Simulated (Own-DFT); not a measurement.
# Point defects and the pressure they add: C11b WSi2

The numbers are computed, not measured, by runs of the plane-wave DFT program Own-DFT (in-house, retired, unreviewed) at fixed positions, with no spin and no spin-orbit coupling.

Settings: PBE; PseudoDojo norm-conserving scalar-relativistic files; cutoff 50 hartree; 5 x 5 x 5 k mesh centred on Gamma; cold (Marzari-Vanderbilt) smearing of 0.2 eV.

Keep in mind: forces on such cells failed a check on a denser k mesh; stress not checked against mesh or cutoff.

All runs share one cell, with vectors in Å (-2.148, -5.953, 3.409); (-6.444, 2.976, 1.136); (-2.553, -2.948, -6.757) and a volume of 403.2 Å³. Atoms were moved at random from their sites; u is the rms move along one axis. The defect's site can differ from row to row.

```
cell,formula,u (Å),P (GPa)
no defect,Si20W10,0.0192,4.38
no defect,Si20W10,0.0430,5.44
no defect,Si20W10,0.0514,6.54
one Si on a W site,Si21W9,0.0256,5.87
one Si on a W site,Si21W9,0.0288,6.23
one Si on a W site,Si21W9,0.0517,7.85
one W on a Si site,Si19W11,0.0294,9.82
one W on a Si site,Si19W11,0.0468,11.21
one W on a Si site,Si19W11,0.0556,11.53
one W vacancy,Si20W9,0.0300,3.95
one W vacancy,Si20W9,0.0304,3.50
one W vacancy,Si20W9,0.0532,4.20
one Si vacancy,Si19W10,0.0270,?
one Si vacancy,Si19W10,0.0296,3.31
one Si vacancy,Si19W10,0.0551,4.30
one Si vacancy,Si19W10,0.0553,4.62
```

## Worked fit

P = P0 + c u² + a shift for each defect gives P0 = 4.35 GPa, c = 680 ± 101 GPa/Å² and a scatter of 0.37 GPa. The shifts, and each times the cell's volume:

- one W on a Si site: 5.10 ± 0.30 GPa, 12.8 eV
- one Si on a W site: 1.36 ± 0.30 GPa, 3.4 eV
- one W vacancy: -1.53 ± 0.30 GPa, -3.8 eV
- one Si vacancy: -1.86 ± 0.31 GPa, -4.7 eV

Positive is outwards. The product with the volume (160.2 GPa Å³ to the eV) is nearly free of the cell's size; divided by the bulk modulus at the cell's pressure it gives the volume that the defect adds. The atoms around the defects weren't relaxed, which would change these numbers.

## Withheld run

The question: what pressure belongs in the blank (one Si vacancy, u = 0.0270 Å)?

The fitted form gives 2.99 ± 0.46 GPa. The hidden result is 3.05 GPa.
